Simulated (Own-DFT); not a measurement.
# Reading a pressure off an energy slope: corundum Al2O3, 78 atoms (Al32O46), with two O vacancies

All values are computed. Each geometry was run twice at fixed positions with Own-DFT, a retired in-house plane-wave program that no person has reviewed: with PBE, and with HSE06 (exact exchange share 0.25 at short range, screening 0.11 per bohr, Gygi-Baldereschi treatment of its divergence). Both used PseudoDojo norm-conserving files made for PBE, a cutoff of 48 hartree, the Gamma point alone, fixed occupations, a neutral cell and no spin. The unstrained cell is 7.9 Å across at its thinnest, so Gamma alone is coarse and defects feel their images. The oxygen file's force components were 24 meV/Å off all-electron values in a glass.

Unstrained cell vectors in Å: (5.494, 0.000, 8.660); (-2.747, 4.758, 8.660); (-2.747, -4.758, 8.660), volume V0 = 679.1 Å³, from measured lattice constants. Each geometry has its own random strain of a few per cent, its own defect sites and random moves of rms u per axis. HSE06 gave the energy alone. D is its energy less that of PBE, over the lowest D shown. The PBE stress wasn't checked against mesh or cutoff.

| run | V - V0 (Å³) | u (Å) | P with PBE (GPa) | D (eV) |
|---|---|---|---|---|
| 1 | -26.9 | 0.0299 | 18.00 | 0.000 |
| 2 | -22.8 | 0.0496 | 18.92 | 0.263 |
| 3 | 8.6 | 0.0537 | 6.32 | 1.538 |
| 4 | -5.1 | 0.0314 | 9.40 | 0.865 |
| 5 | 30.9 | 0.0502 | -1.01 | 2.377 |
| 6 | -2.5 | 0.0289 | 8.35 | 0.958 |
| 7 | 12.8 | 0.0301 | 2.42 | 1.580 |
| 8 | -10.8 | 0.0306 | 11.40 | 0.606 |
| 9 | -1.8 | 0.0498 | 10.11 | 1.101 |
| 10 | -17.0 | 0.0307 | 14.33 | 0.424 |
| 11 | 7.1 | 0.0526 | 6.99 | 1.460 |
| 12 | 10.5 | 0.0304 | 3.96 | 1.434 |
| 13 | 4.2 | 0.0491 | 7.33 | ? |

## What the rows give

D = 0.99 + 0.0391 (V - V0) + 70 u² eV, with an error of 0.0004 on the volume slope, 7 on the last term and a scatter of 0.02 eV. Pressure is -dE/dV, and 1 eV/Å³ is 160.2 GPa, so HSE06 changes the pressure by -6.3 ± 0.1 GPa. With the ions held to the strained lattice, the PBE pressure falls by 257 ± 7 GPa per unit of volume strain; the shape of the strain isn't fitted, so the true error is larger, and a relaxed crystal would be softer. On that slope HSE06's volume at a given pressure is about 2.4 % smaller, or 0.8 % in lengths. At u = 0 and V0 the PBE pressure is 6.4 GPa, which puts the zero-pressure volume, against the measured cell and with the defects in, at +2.5 % for PBE and +0.1 % for HSE06, each good to a few tenths of a per cent.

## The run left out

Asked: what D should run 13 give?

From the fit: 1.33 eV, with rows scattering by 0.02. DFT gave 1.366 eV.
